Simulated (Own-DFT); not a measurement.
# Same atoms, different arrangement: C34N2Si36, 72 atoms

These are calculations, not measurements. The program, named Own-DFT, is a retired in-house plane-wave density functional code that no person has reviewed. Each row is one single-point run on a periodic cell that was not relaxed, without spin or spin-orbit coupling.

Settings of every run: PBE; PseudoDojo norm-conserving scalar-relativistic files; cutoff 42 hartree; 4 x 4 x 3 k mesh centred on Gamma; Fermi-Dirac smearing of 0.1 eV.

Known limits: not probed for a lower state with spin; forces on such cells passed a denser k mesh, each cell not checked; stress not checked against mesh or cutoff.

All cells hold the same atoms in the same cell, with vectors in Å (9.248, 0.000, 0.000); (-4.624, 8.009, 0.000); (0.000, 0.000, 10.068). Every atom was moved at random from its ideal site; u is the rms move along one axis. The defect's site can differ from row to row. E is the free energy of the cell above the lowest run. The arrangements:

- A: 4H SiC, with two N on a C site each, 3.1 Å apart
- B: 2H SiC, with two N on a C site each, 3.1 Å apart

| arrangement | u (Å) | E (eV) | P (GPa) |
|---|---|---|---|
| A | 0.0288 | 0.011 | 2.81 |
| A | 0.0296 | 0.069 | 2.69 |
| A | 0.0307 | 0.000 | 2.76 |
| A | 0.0479 | 3.307 | 3.70 |
| A | 0.0483 | 3.605 | 3.84 |
| A | 0.0522 | 4.444 | 4.17 |
| B | 0.0295 | 0.878 | 2.88 |
| B | 0.0317 | 1.441 | 3.11 |
| B | 0.0327 | 1.640 | 3.28 |
| B | 0.0470 | 4.424 | 4.20 |
| B | 0.0501 | 5.157 | 4.34 |
| B | 0.0513 | 5.680 | 4.82 |

Question: once the cost of the random moves is taken out, how do the arrangements rank?

## Worked answer

Fit E = a + b u², with one b for all and one a for each arrangement, and with residuals divided by u², since the noise grows with the moves. Then b = 2479 eV/Å², the scatter at u = 0.04 Å is 0.19 eV, and against A:

- B: 1.05 ± 0.09 eV (higher)

These are energies of unrelaxed cells. Relaxing the atoms lowers the strained arrangements most, so the gaps would shrink and small ones could change sign.
